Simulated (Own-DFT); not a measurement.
Simulation results for SiC (4H silicon carbide, atoms displaced)

Computed with Own-DFT development build. A calculation, not a measurement: plane-wave PBE density functional theory by an unreviewed code, no spin, of a simulated periodic cell, stress positive in tension, free energy of the whole cell less one offset for each atom, forces on such cells passed a denser k mesh, this cell's mesh not checked; offsets are fitted by least squares, one for each functional and potential file, so energies compare only between cells with the same atoms and settings and are not formation energies; the far tail of each file's local potential was reset to the Coulomb form; each entry is a single point on an unrelaxed cell, so the pressure reflects the starting lattice, mostly measured values (interpolated for alloys), from which strain is counted, and rises with the displacements; printed positions are rounded, which can move forces by about a meV/angstrom; the program, named Own-DFT, is a retired in-house code; no spin-orbit coupling.

Settings shared by all entries: functional PBE; potential files PseudoDojo norm-conserving, scalar-relativistic, standard set; wave cutoff 42 hartree; occupations Fermi-Dirac; smearing width 0.1 eV; hardware one NVIDIA H100; k mesh 4 x 4 x 3 centred on Gamma.

(1) SiC (4H silicon carbide, atoms displaced)

```
cell vectors (Å)
   9.2481     0.0000     0.0000
  -4.6241     8.0091     0.0000
   0.0000     0.0000    10.0681
atoms (fractions of the cell vectors)
Si  0.98975  0.99022  0.41089
Si  0.11444  0.22928  0.15731
C   0.99631  0.99949  0.09988
C   0.12113  0.22434  0.34506
Si  0.99854  0.33464  0.41056
Si  0.10938  0.55482  0.14866
C   0.00308  0.33989  0.08992
C   0.10338  0.55956  0.34296
Si  0.99429  0.66453  0.40669
Si  0.11180  0.89287  0.15222
C   0.00251  0.66834  0.07960
C   0.10773  0.89350  0.34839
Si  0.35242  0.00288  0.41172
Si  0.44171  0.21717  0.15232
C   0.33199  0.00164  0.09128
C   0.43157  0.22039  0.34492
Si  0.33175  0.32831  0.39109
Si  0.45220  0.55562  0.16213
C   0.33711  0.32542  0.09162
C   0.44589  0.55518  0.34474
Si  0.32823  0.66458  0.41227
Si  0.44178  0.88803  0.16025
C   0.34150  0.67266  0.09836
C   0.43807  0.88782  0.35296
Si  0.66296  0.00378  0.40399
Si  0.78360  0.20955  0.16690
C   0.66068  0.99298  0.09454
C   0.77319  0.21650  0.35425
Si  0.66364  0.32381  0.41047
Si  0.78012  0.56678  0.16758
C   0.67834  0.34853  0.09592
C   0.78786  0.55875  0.34350
Si  0.65993  0.66595  0.41048
Si  0.77247  0.88499  0.15250
C   0.65248  0.65690  0.09639
C   0.78568  0.89077  0.35864
Si  0.99862  0.98539  0.89668
Si  0.89032  0.78651  0.65513
C   0.99380  0.00275  0.60389
C   0.90098  0.78538  0.85248
Si  0.00084  0.66554  0.90597
Si  0.89402  0.45367  0.66682
C   0.99300  0.65950  0.59785
C   0.89052  0.44102  0.84846
Si  0.00139  0.33845  0.90480
Si  0.89152  0.11218  0.65660
C   0.98848  0.32848  0.59053
C   0.88690  0.10518  0.84576
Si  0.67131  0.00687  0.90292
Si  0.55251  0.77466  0.66092
C   0.67200  0.00683  0.59010
C   0.55921  0.75811  0.84530
Si  0.65789  0.66652  0.90106
Si  0.56123  0.45332  0.65206
C   0.66181  0.65679  0.59472
C   0.55730  0.45147  0.84436
Si  0.66092  0.32743  0.91423
Si  0.55937  0.12617  0.65116
C   0.66376  0.32921  0.58498
C   0.56518  0.11070  0.84214
Si  0.34005  0.00900  0.89822
Si  0.21684  0.76826  0.65867
C   0.33401  0.99692  0.59349
C   0.23729  0.79712  0.84336
Si  0.34397  0.66452  0.89840
Si  0.22210  0.44101  0.65225
C   0.33521  0.66986  0.59171
C   0.21321  0.44588  0.84616
Si  0.32970  0.33251  0.91263
Si  0.21348  0.11135  0.65389
C   0.32822  0.34028  0.59214
C   0.22442  0.11845  0.84013
```

It finds free energy of cell above offsets -3.713 eV; pressure 6.27 GPa; stress xx -6.18 GPa; stress yy -6.84 GPa; stress zz -5.8 GPa; stress yz -0.12 GPa; stress xz -0.43 GPa; stress xy 1.06 GPa; wall time 352.9 s.

Force:
| element | x (eV/Å) | y (eV/Å) | z (eV/Å) |
| --- | --- | --- | --- |
| Si | 2.825 | 2.943 | 0.324 |
| Si | 0.228 | -1.253 | -0.414 |
| C | -0.049 | 0.398 | -1.761 |
| C | -3.784 | -1.02 | -0.344 |
| Si | 0.824 | 0.133 | -1.169 |
| Si | 0.147 | 1.554 | 1.07 |
| C | 0.429 | -1.675 | 1.029 |
| C | 1.625 | -0.938 | -0.05 |
| Si | 1.074 | 1.856 | 0.57 |
| Si | -0.171 | -0.697 | 1.044 |
| C | -0.513 | 0.435 | 4.086 |
| C | 1.835 | -1.099 | -0.236 |
| Si | -5.745 | 0.596 | 0.059 |
| Si | 1.538 | 0.876 | 0.971 |
| C | 0.84 | -0.314 | -0.36 |
| C | 4.521 | -0.96 | -1.024 |
| Si | -0.783 | 2.133 | 3.848 |
| Si | -2.885 | -1.028 | -0.691 |
| C | -1.77 | 1.499 | 1.213 |
| C | -0.786 | 0.135 | 0.377 |
| Si | -0.065 | -0.37 | -1.838 |
| Si | -0.558 | 0.168 | -0.299 |
| C | -0.261 | -1.656 | -1.076 |
| C | 2.879 | -1.007 | -2.335 |
| Si | 1.63 | -2.27 | 1.711 |
| Si | -1.878 | 2.24 | -1.743 |
| C | 0.181 | 0.871 | 0.019 |
| C | 0.821 | 0.866 | -2.03 |
| Si | -1.437 | 1.961 | -2.71 |
| Si | 0.964 | -0.914 | -3.377 |
| C | -0.166 | -2.566 | 1.334 |
| C | -2.816 | -1.398 | 1.769 |
| Si | 1.767 | 0.032 | -0.483 |
| Si | 0.849 | -0.401 | 1.327 |
| C | 2.83 | 2.422 | -1.037 |
| C | -4.137 | -1.413 | -2.877 |
| Si | -0.756 | 5.796 | 3.372 |
| Si | 0.367 | -2.138 | 1.239 |
| C | 1.288 | -0.519 | -2.227 |
| C | -1.741 | -5.079 | -2.977 |
| Si | 0.927 | 0.58 | -1.473 |
| Si | -0.468 | -2.779 | -1.64 |
| C | -0.05 | 2.073 | -0.494 |
| C | -1.571 | 0.763 | -0.375 |
| Si | 0.023 | -2.052 | 0.531 |
| Si | -2.3 | 0.471 | 0.651 |
| C | 1.323 | 1.47 | 1.703 |
| C | 0.692 | 0.942 | -0.365 |
| Si | 0.85 | -1.961 | 0.949 |
| Si | 0.596 | 0.97 | -1.491 |
| C | -0.817 | -1.112 | 1.295 |
| C | -5.349 | 5.325 | -2.363 |
| Si | 6.6 | -2.217 | 3.521 |
| Si | -0.842 | -3.837 | 1.227 |
| C | -0.04 | 3.706 | -0.353 |
| C | 0.502 | -2.039 | -0.415 |
| Si | 0.547 | 1.669 | -0.806 |
| Si | 0.898 | -3.375 | 1.18 |
| C | -0.225 | 2.872 | 2.755 |
| C | -1.954 | 1.108 | -0.322 |
| Si | -0.123 | 0.475 | 1.158 |
| Si | -0.017 | 2.024 | -0.339 |
| C | -0.803 | 0.51 | 0.874 |
| C | 0.132 | -3.715 | -0.33 |
| Si | -2.49 | 0.854 | 2.28 |
| Si | -1.934 | 0.695 | 0.687 |
| C | -0.163 | -1.09 | 1.517 |
| C | 2.046 | -0.048 | -0.899 |
| Si | 0.078 | 0.736 | -2.044 |
| Si | 2.094 | 1.05 | -0.205 |
| C | 2.403 | -1.52 | -1.112 |
| C | 0.278 | -0.745 | 0.396 |

(2) SiC (4H silicon carbide, atoms displaced)

```
cell vectors (Å)
   9.2481     0.0000     0.0000
  -4.6241     8.0091     0.0000
   0.0000     0.0000    10.0681
atoms (fractions of the cell vectors)
Si  0.98983  0.99861  0.40388
Si  0.11846  0.22658  0.16053
C   0.00265  0.01395  0.09357
C   0.11891  0.23558  0.34410
Si  0.00901  0.32999  0.40909
Si  0.10102  0.54550  0.14733
C   0.00036  0.32130  0.09956
C   0.10708  0.55031  0.34526
Si  0.00074  0.67265  0.40544
Si  0.12069  0.89830  0.16132
C   0.99979  0.67144  0.08516
C   0.10515  0.89240  0.34632
Si  0.34357  0.00969  0.40024
Si  0.44510  0.21332  0.15660
C   0.33930  0.00431  0.08299
C   0.44498  0.21436  0.32499
Si  0.33665  0.34345  0.40599
Si  0.44632  0.56400  0.16226
C   0.34289  0.34442  0.10425
C   0.45011  0.55271  0.34613
Si  0.33214  0.66457  0.40623
Si  0.45073  0.89405  0.14604
C   0.34320  0.66971  0.09826
C   0.43987  0.88961  0.33250
Si  0.66780  0.01008  0.40370
Si  0.79494  0.23398  0.15870
C   0.65591  0.98965  0.08870
C   0.77859  0.21755  0.34695
Si  0.66354  0.32412  0.40780
Si  0.76020  0.55112  0.16357
C   0.65563  0.33694  0.09730
C   0.78525  0.56270  0.34296
Si  0.66656  0.66605  0.41126
Si  0.77335  0.88561  0.15269
C   0.65445  0.64532  0.09536
C   0.77627  0.88588  0.33581
Si  0.99679  0.98510  0.89862
Si  0.88560  0.76763  0.64916
C   0.98631  0.98681  0.60022
C   0.88902  0.77724  0.83899
Si  0.00691  0.67087  0.90282
Si  0.89720  0.44788  0.65354
C   0.98406  0.65889  0.59075
C   0.89333  0.43924  0.84842
Si  0.00727  0.33406  0.91211
Si  0.89047  0.11428  0.65347
C   0.99086  0.32911  0.59508
C   0.90510  0.10524  0.83705
Si  0.66633  0.99698  0.90833
Si  0.55284  0.78287  0.65504
C   0.66799  0.99943  0.60258
C   0.56063  0.79306  0.84006
Si  0.65653  0.66045  0.91709
Si  0.55976  0.43628  0.65985
C   0.65879  0.64917  0.59155
C   0.53783  0.42229  0.84750
Si  0.65589  0.33843  0.89864
Si  0.55038  0.11221  0.65427
C   0.67101  0.34031  0.60018
C   0.55794  0.10478  0.84832
Si  0.32584  0.99187  0.90507
Si  0.21315  0.76653  0.64936
C   0.33783  0.00050  0.59777
C   0.21909  0.76406  0.83915
Si  0.33587  0.67141  0.89836
Si  0.23158  0.45221  0.65936
C   0.34046  0.67578  0.60100
C   0.22001  0.45008  0.85699
Si  0.33395  0.33036  0.91377
Si  0.22870  0.12573  0.66019
C   0.33131  0.33197  0.58886
C   0.22678  0.10655  0.85323
```

It finds free energy of cell above offsets -3.347 eV; pressure 6.19 GPa; stress xx -6.75 GPa; stress yy -5.65 GPa; stress zz -6.17 GPa; stress yz 1.02 GPa; stress xz 0.03 GPa; stress xy 0.82 GPa; wall time 359.1 s.

Force:
| element | x (eV/Å) | y (eV/Å) | z (eV/Å) |
| --- | --- | --- | --- |
| Si | 1.218 | 0.712 | 0.933 |
| Si | 0.737 | -0.034 | -0.464 |
| C | 0.869 | -2.603 | -0.322 |
| C | 0.963 | -2.421 | 0.416 |
| Si | -2.805 | 1.216 | 0.243 |
| Si | 0.816 | 2.325 | 1.404 |
| C | 0.084 | 2.135 | -1.445 |
| C | 0.001 | 0.709 | -0.159 |
| Si | 0.649 | -0.877 | -0.774 |
| Si | -1.163 | -1.051 | -1.635 |
| C | -0.167 | -0.397 | 2.026 |
| C | 1.576 | 0.591 | 0.15 |
| Si | -1.394 | -2.073 | 1.185 |
| Si | -1.163 | 1.493 | -3.642 |
| C | -0.587 | -1.23 | 2.107 |
| C | -0.469 | 1.731 | 6.298 |
| Si | 1.121 | -2.318 | -0.825 |
| Si | 0.14 | -1.618 | -0.135 |
| C | -0.456 | -1.769 | -1.104 |
| C | -1.125 | 1.81 | 0.314 |
| Si | 0.016 | 0.667 | -0.648 |
| Si | -2.07 | -1.351 | 1.288 |
| C | -2.406 | -0.127 | -1.777 |
| C | 0.939 | -0.038 | 1.761 |
| Si | 0.339 | -3.466 | 0.768 |
| Si | -3.893 | -2.456 | -0.286 |
| C | 2.884 | 2.445 | 0.683 |
| C | 0.594 | 2.233 | -0.549 |
| Si | -0.142 | 1.815 | -0.678 |
| Si | 3.783 | -0.221 | -1.091 |
| C | 3.195 | -0.296 | -1.168 |
| C | -1.123 | -1.52 | 1.123 |
| Si | 0.61 | 0.053 | -1.193 |
| Si | 0.596 | 0.144 | -0.573 |
| C | -1.147 | 4.016 | -0.05 |
| C | -1.269 | 0.211 | 1.698 |
| Si | 0.186 | 2.694 | 1.782 |
| Si | -2.441 | 0.904 | 1.87 |
| C | 1.168 | 2.241 | -2.139 |
| C | -0.23 | -2.865 | 0.314 |
| Si | -1.243 | -1.638 | 0.093 |
| Si | -1.25 | -1.245 | 1.839 |
| C | 3.307 | 0.624 | -0.621 |
| C | -1.549 | 0.761 | -0.85 |
| Si | -1.27 | -2.219 | -0.79 |
| Si | 0.2 | -1.531 | 1.322 |
| C | 2.599 | 1.26 | -0.75 |
| C | -2.727 | 1.428 | 1.485 |
| Si | 1.273 | 2.381 | -0.999 |
| Si | 2.56 | -0.278 | 0.611 |
| C | -0.881 | 1.046 | -2.716 |
| C | 0.688 | -3.843 | 0.501 |
| Si | 0.688 | 0.403 | -2.961 |
| Si | -2.651 | 0.741 | -0.047 |
| C | -0.732 | 2.147 | 1.311 |
| C | -0.961 | 4.403 | -2.095 |
| Si | 4.98 | -2.776 | 2.849 |
| Si | 2.114 | -0.167 | 1.953 |
| C | 1.022 | -2.15 | -1.622 |
| C | -1.613 | 1.181 | -0.955 |
| Si | 2.276 | 0.07 | -1.316 |
| Si | -0.609 | 2.074 | 1.053 |
| C | -1.951 | -0.201 | -1.617 |
| C | -1.234 | 2.227 | -0.491 |
| Si | 1.345 | -0.04 | 2.396 |
| Si | -1.19 | -1.153 | 0.578 |
| C | -0.956 | -1.951 | -2.249 |
| C | 2.658 | -0.665 | -2.252 |
| Si | -2.127 | -0.761 | 1.295 |
| Si | -0.154 | -3.687 | 0.085 |
| C | 0.551 | 1.313 | 1.028 |
| C | -1.597 | 0.83 | -1.774 |

(3) SiC (4H silicon carbide, atoms displaced)

```
cell vectors (Å)
   9.2481     0.0000     0.0000
  -4.6241     8.0091     0.0000
   0.0000     0.0000    10.0681
atoms (fractions of the cell vectors)
Si  0.01889  0.01437  0.40525
Si  0.11334  0.22393  0.15447
C   0.99889  0.99588  0.10370
C   0.11258  0.22488  0.34879
Si  0.99283  0.33131  0.40612
Si  0.11058  0.54974  0.15195
C   0.99023  0.32871  0.09448
C   0.10141  0.55439  0.34049
Si  0.01256  0.68271  0.40405
Si  0.10700  0.89422  0.15436
C   0.01159  0.67578  0.09895
C   0.12442  0.89835  0.35313
Si  0.31859  0.98195  0.40738
Si  0.44066  0.22378  0.15938
C   0.32616  0.98053  0.08743
C   0.44072  0.23508  0.33803
Si  0.31971  0.33606  0.41174
Si  0.44211  0.56060  0.15816
C   0.33010  0.33707  0.09724
C   0.43195  0.55564  0.35303
Si  0.32001  0.65664  0.40480
Si  0.43489  0.89075  0.15132
C   0.33372  0.66627  0.08651
C   0.43946  0.87896  0.35129
Si  0.66741  0.99171  0.40688
Si  0.77598  0.21484  0.15332
C   0.66246  0.00561  0.09483
C   0.77079  0.22110  0.34229
Si  0.65118  0.32930  0.40277
Si  0.77716  0.55357  0.15274
C   0.66093  0.33531  0.09693
C   0.76632  0.55057  0.35580
Si  0.66395  0.66372  0.40233
Si  0.78070  0.89172  0.14763
C   0.67802  0.67041  0.09299
C   0.75934  0.88320  0.35033
Si  0.98741  0.98438  0.90120
Si  0.88941  0.78139  0.64551
C   0.01554  0.01204  0.59108
C   0.88463  0.77945  0.84553
Si  0.99034  0.66046  0.91434
Si  0.89245  0.44798  0.64816
C   0.99298  0.64972  0.60174
C   0.88628  0.44637  0.84627
Si  0.00747  0.33029  0.90548
Si  0.88113  0.10665  0.66333
C   0.00084  0.32855  0.58890
C   0.88061  0.11039  0.84947
Si  0.66920  0.00233  0.90371
Si  0.56091  0.79145  0.65315
C   0.66913  0.99794  0.59482
C   0.56512  0.77908  0.82925
Si  0.66487  0.66735  0.91223
Si  0.54833  0.43818  0.64760
C   0.66974  0.66914  0.59108
C   0.55665  0.43776  0.83361
Si  0.67230  0.33065  0.92086
Si  0.56419  0.10622  0.65027
C   0.66919  0.32226  0.59247
C   0.55971  0.11945  0.83713
Si  0.33940  0.99914  0.90879
Si  0.21579  0.78241  0.66816
C   0.33725  0.98912  0.59649
C   0.21264  0.77584  0.85524
Si  0.32090  0.67157  0.90057
Si  0.22933  0.45300  0.66106
C   0.31101  0.65499  0.59078
C   0.21805  0.44155  0.84940
Si  0.32081  0.33558  0.91677
Si  0.22865  0.11366  0.65400
C   0.34118  0.34336  0.59219
C   0.21562  0.10107  0.84152
```

Results for SiC (4H silicon carbide, atoms displaced): free energy of cell above offsets -2.926 eV; pressure 6.36 GPa; stress xx -6.35 GPa; stress yy -7.51 GPa; stress zz -5.22 GPa; stress yz 0.33 GPa; stress xz -0.96 GPa; stress xy -0.04 GPa; wall time 353.4 s.

Force:
| element | x (eV/Å) | y (eV/Å) | z (eV/Å) |
| --- | --- | --- | --- |
| Si | -2.722 | -2.13 | 0.892 |
| Si | -1.154 | -0.242 | 1.295 |
| C | -0.806 | 1.887 | -2.205 |
| C | -1.599 | 0.373 | -2.061 |
| Si | -0.468 | -0.026 | -0.316 |
| Si | -0.416 | 0.904 | 0.751 |
| C | 1.954 | 0.187 | -0.692 |
| C | 0.741 | -0.264 | -0.302 |
| Si | -1.717 | -3.722 | 1.424 |
| Si | 2.645 | -1.216 | 1.079 |
| C | -1.669 | -1.861 | -0.018 |
| C | -4.715 | -1.718 | -3.446 |
| Si | 5.596 | 4.195 | 1.748 |
| Si | 0.04 | -0.679 | -1.075 |
| C | -2.941 | 4.087 | 1.229 |
| C | -0.762 | -2.344 | 1.839 |
| Si | 2.551 | 0.7 | -0.863 |
| Si | 0.743 | 0.055 | 0.578 |
| C | 0.562 | -0.158 | 0.178 |
| C | 1.678 | -0.361 | -2.048 |
| Si | -0.664 | 1.179 | 0.86 |
| Si | 3.377 | -1.947 | 2.457 |
| C | -0.154 | 0.161 | 0.593 |
| C | -0.721 | 0.872 | -1.592 |
| Si | -3.224 | 2.29 | 0.305 |
| Si | -1.553 | 1.578 | 1.787 |
| C | 0.681 | -2.219 | -1.435 |
| C | 0.285 | -0.773 | -0.067 |
| Si | 2.246 | -0.125 | 1.109 |
| Si | 0.866 | 0.63 | 2.285 |
| C | 0.958 | -0.951 | 0.909 |
| C | 2.11 | 1.353 | -2.787 |
| Si | -1.543 | 0.384 | 1.529 |
| Si | -1.835 | -0.299 | 2.822 |
| C | -2.184 | -0.358 | 0.63 |
| C | 5.125 | -0.219 | -2.844 |
| Si | 0.965 | 3.178 | 0.944 |
| Si | 0.512 | -0.706 | 1.577 |
| C | -1.557 | -1.482 | 0.314 |
| C | 0.454 | -2.318 | -0.91 |
| Si | -0.136 | 0.984 | -1.073 |
| Si | -0.212 | -4.433 | 2.33 |
| C | -0.528 | 6.374 | -2.453 |
| C | 1.452 | -0.8 | 0.094 |
| Si | -3.322 | 0.31 | 0.338 |
| Si | 1.892 | 1.28 | -1.416 |
| C | -0.199 | 0.269 | 1.88 |
| C | 2.461 | 0.121 | -0.628 |
| Si | -2.215 | -0.97 | 0.22 |
| Si | 0.095 | -4.259 | -1.245 |
| C | 0.388 | 0.882 | -1.173 |
| C | -2.204 | 0.248 | 3.81 |
| Si | 0.116 | -1.557 | -3.279 |
| Si | 3.176 | 1.627 | 1.65 |
| C | -1.005 | -0.132 | -0.414 |
| C | -1.134 | 0.521 | 3.134 |
| Si | -1.764 | 0.59 | -4.429 |
| Si | -1.969 | 0.859 | 1.099 |
| C | -1.627 | 1.142 | -1.113 |
| C | 0.592 | -1.707 | 1.62 |
| Si | -1.097 | 0.798 | -1.862 |
| Si | 0.659 | -2.387 | -1.003 |
| C | -1.297 | 1.769 | -0.554 |
| C | -0.44 | 0.786 | -1.682 |
| Si | 3.522 | -0.909 | 0.42 |
| Si | -0.732 | -2.378 | -0.483 |
| C | 1.427 | 3.094 | 1.102 |
| C | 0.144 | 1.51 | -1.142 |
| Si | 3.603 | -1.095 | -2.841 |
| Si | 0.874 | 0.476 | 0.897 |
| C | -1.818 | -1.993 | 0.329 |
| C | -0.387 | 1.09 | 1.393 |

(4) SiC (4H silicon carbide, atoms displaced)

```
cell vectors (Å)
   9.2481     0.0000     0.0000
  -4.6241     8.0091     0.0000
   0.0000     0.0000    10.0681
atoms (fractions of the cell vectors)
Si  0.00742  0.99936  0.39944
Si  0.11795  0.22935  0.15971
C   0.99050  0.00031  0.09348
C   0.11498  0.22699  0.35178
Si  0.99167  0.32858  0.39621
Si  0.11549  0.56857  0.16385
C   0.01421  0.33775  0.09147
C   0.10867  0.55546  0.34894
Si  0.00630  0.67636  0.40050
Si  0.10819  0.89390  0.17656
C   0.00863  0.67440  0.08779
C   0.09940  0.87326  0.33888
Si  0.33664  0.00651  0.39868
Si  0.44117  0.21547  0.15138
C   0.33209  0.99085  0.08577
C   0.44333  0.22509  0.35388
Si  0.33622  0.34224  0.40933
Si  0.45848  0.55755  0.16141
C   0.35288  0.33848  0.08910
C   0.44508  0.54781  0.33929
Si  0.33728  0.66602  0.41654
Si  0.45588  0.89834  0.14863
C   0.32782  0.65100  0.10537
C   0.43526  0.88915  0.33847
Si  0.66213  0.99654  0.41302
Si  0.77540  0.21841  0.15167
C   0.65696  0.01125  0.09720
C   0.77397  0.22405  0.34278
Si  0.66277  0.33253  0.40740
Si  0.77539  0.55087  0.15355
C   0.66448  0.33479  0.09222
C   0.76947  0.54329  0.33464
Si  0.66446  0.66458  0.40731
Si  0.77893  0.89559  0.16126
C   0.67317  0.67759  0.09115
C   0.77589  0.88702  0.35344
Si  0.00476  0.01849  0.91678
Si  0.88438  0.76120  0.65550
C   0.98717  0.99318  0.58806
C   0.87313  0.77482  0.84767
Si  0.99725  0.66363  0.90039
Si  0.87927  0.44695  0.65378
C   0.99382  0.65167  0.60211
C   0.88656  0.44115  0.84338
Si  0.00339  0.32915  0.90999
Si  0.88383  0.10859  0.66097
C   0.00100  0.33233  0.60155
C   0.88163  0.10906  0.84090
Si  0.67647  0.01943  0.91054
Si  0.55708  0.77250  0.65263
C   0.67105  0.99964  0.59423
C   0.55681  0.77439  0.83987
Si  0.65962  0.66835  0.89811
Si  0.55031  0.44730  0.66026
C   0.67426  0.65739  0.58833
C   0.55294  0.44237  0.84962
Si  0.65796  0.31920  0.90234
Si  0.55658  0.11583  0.64761
C   0.66465  0.33120  0.59634
C   0.55445  0.11216  0.83610
Si  0.32395  0.98916  0.89683
Si  0.21735  0.77168  0.66212
C   0.34849  0.01744  0.59880
C   0.22473  0.77869  0.84309
Si  0.32410  0.65559  0.90944
Si  0.23154  0.44136  0.65679
C   0.33014  0.67532  0.59982
C   0.22501  0.44423  0.83955
Si  0.33657  0.33598  0.90566
Si  0.23141  0.12676  0.65234
C   0.34073  0.33464  0.59325
C   0.23413  0.11699  0.84451
```

Results for SiC (4H silicon carbide, atoms displaced): free energy of cell above offsets -3.268 eV; pressure 5.95 GPa; stress xx -4.44 GPa; stress yy -6.56 GPa; stress zz -6.85 GPa; stress yz 1.15 GPa; stress xz -0.1 GPa; stress xy -0.77 GPa; wall time 362.4 s.

Force:
| element | x (eV/Å) | y (eV/Å) | z (eV/Å) |
| --- | --- | --- | --- |
| Si | -2.345 | 0.264 | 2.339 |
| Si | 1.108 | -0.066 | -0.321 |
| C | 1.68 | 1.482 | 2.639 |
| C | 0.314 | -0.707 | -1.711 |
| Si | 0.315 | 0.82 | 3.073 |
| Si | 0.042 | -1.474 | -1.048 |
| C | -2.03 | -0.063 | 1.274 |
| C | 0.627 | 0.329 | 0.041 |
| Si | -0.811 | -5.814 | 2.427 |
| Si | 0.784 | -0.808 | -9.591 |
| C | -1.08 | -0.378 | 1.583 |
| C | 0.699 | 4.587 | 4.63 |
| Si | 0.012 | -0.856 | 2.278 |
| Si | 1.073 | 0.106 | 0.639 |
| C | -1.413 | 1.019 | 1.333 |
| C | -0.786 | -0.25 | -2.469 |
| Si | 0.5 | -1.661 | -0.309 |
| Si | -1.087 | -0.154 | -2.191 |
| C | -2.554 | -0.534 | 1.177 |
| C | -0.691 | 2.134 | 2.634 |
| Si | -1.263 | 0.153 | -2.327 |
| Si | -3.605 | -3.951 | 1.852 |
| C | 1.153 | 2.581 | -1.955 |
| C | 1.9 | -0.271 | 0.898 |
| Si | -0.11 | 0.795 | -1.448 |
| Si | -0.014 | 3.311 | 1.284 |
| C | 4.656 | -0.764 | -1.955 |
| C | 0.082 | -1.328 | -0.283 |
| Si | 0.712 | 0.074 | 0.138 |
| Si | 0.348 | 1.53 | -1.397 |
| C | 0.846 | -1.183 | -0.52 |
| C | 0.325 | 2.269 | 1.979 |
| Si | 1.224 | -0.826 | -1.282 |
| Si | -1.114 | -1.018 | -0.1 |
| C | -0.035 | -0.577 | 0.323 |
| C | 0.093 | 0.45 | -1.791 |
| Si | 0.887 | -2.78 | -3.159 |
| Si | -0.309 | 3.074 | 1.213 |
| C | 2.447 | 0.257 | 0.776 |
| C | 3.158 | 1.397 | -1.091 |
| Si | -1.086 | 0.533 | 0.977 |
| Si | 2.81 | -3.427 | 1.606 |
| C | 0.3 | 4.005 | -2.714 |
| C | 0.026 | -0.339 | 0.415 |
| Si | -0.992 | 1.268 | -1.832 |
| Si | 1.077 | 0.621 | -2.034 |
| C | -0.277 | 0.088 | -1.605 |
| C | 1.652 | 1.166 | 1.968 |
| Si | -1.438 | -3.263 | -1.175 |
| Si | -0.133 | 1.065 | 0.806 |
| C | -1.487 | -0.475 | 0.311 |
| C | -2.319 | 1.275 | 0.611 |
| Si | 0.949 | -0.868 | 2.417 |
| Si | 2.313 | -0.826 | 0.412 |
| C | -2.591 | 0.203 | 0.532 |
| C | 0.462 | 0.461 | -1.504 |
| Si | 0.006 | 2.885 | 0.766 |
| Si | 2.34 | -0.505 | 1.859 |
| C | -0.919 | 1.205 | -1.09 |
| C | -0.045 | -1.506 | 0.524 |
| Si | 1.13 | 2.13 | 1.364 |
| Si | -0.652 | 1.93 | -0.766 |
| C | -3.155 | -3.469 | -2.182 |
| C | -0.534 | -2.106 | 0.213 |
| Si | 1.269 | 1.573 | 0.494 |
| Si | -2.922 | 0.555 | -0.416 |
| C | 2.752 | -1.912 | -0.95 |
| C | -0.059 | -1.02 | 1.021 |
| Si | 0.242 | -0.104 | 0.337 |
| Si | -0.774 | -3.775 | 0.986 |
| C | -1.2 | 1.756 | -0.6 |
| C | -2.48 | -0.294 | -0.332 |
